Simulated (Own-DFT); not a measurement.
# A layer strained by its substrate: grey tin, 32 atoms (Sn32)

Everything here is calculated. The program is Own-DFT (plane waves, in-house, since retired, never reviewed by a person); positions were held fixed, and spin and spin-orbit coupling were off.

Method: PBE; PseudoDojo norm-conserving scalar-relativistic files; cutoff 42 hartree; 3 x 3 x 5 k mesh centred on Gamma; cold (Marzari-Vanderbilt) smearing of 0.2 eV.

Caveats: forces on such cells failed a check on a denser k mesh; stress not checked against mesh or cutoff.

Unstrained cell vectors in Å: (12.978, 0.000, 0.000); (0.000, 12.978, 0.000); (0.000, 0.000, 6.489). The unstrained cell has measured lattice constants (interpolated for alloys), not those of this functional. That, the random moves and any unrelaxed bonds set the pressure at no strain. Each run strains x and y alike by e, as a substrate would, and holds the height along z. Random moves of width 0.05 Å per axis were added to every atom. Stress is positive in tension.

| e (%) | u (Å) | (s_xx + s_yy)/2 (GPa) | s_zz (GPa) |
|---|---|---|---|
| -2.50 | 0.060 | -6.95 | -6.15 |
| -2.00 | 0.060 | -6.25 | -5.60 |
| -1.50 | 0.048 | -5.45 | -4.98 |
| -1.00 | 0.044 | ? | ? |
| -0.50 | 0.049 | -4.28 | -3.98 |
| 0.25 | 0.048 | -3.25 | -3.34 |
| 0.75 | 0.049 | -2.82 | -3.03 |
| 1.25 | 0.050 | -2.26 | -2.61 |
| 2.25 | 0.050 | -1.27 | -1.86 |
| 2.50 | 0.047 | -0.98 | -1.59 |

## Worked fit

With e as a fraction, the in-plane stress is -3.6 + 118 e - 566 e² GPa (errors 1 and 84, scatter 0.06), and s_zz is -3.6 + 89 e - 485 e² GPa (slope ± 1, scatter 0.07). At e = 0 the first slope is C11 + C12 and the second 2 C12, both with the ions held to the strained lattice and at the cell's own pressure. The term in e² is negative: the layer stiffens under compression and softens under tension. A free layer would change its height as e changes, and the in-plane slope would drop by 2 C12²/C11 to the biaxial modulus. At fixed height, a misfit of 1 % moves the in-plane stress by about 1.2 GPa and s_zz by 0.9 GPa.

## Prediction

Question: what are the two stresses at e = -1.00 %?

The fitted form gives -4.9 and -4.5 GPa. DFT gave -4.74 and -4.44 GPa.
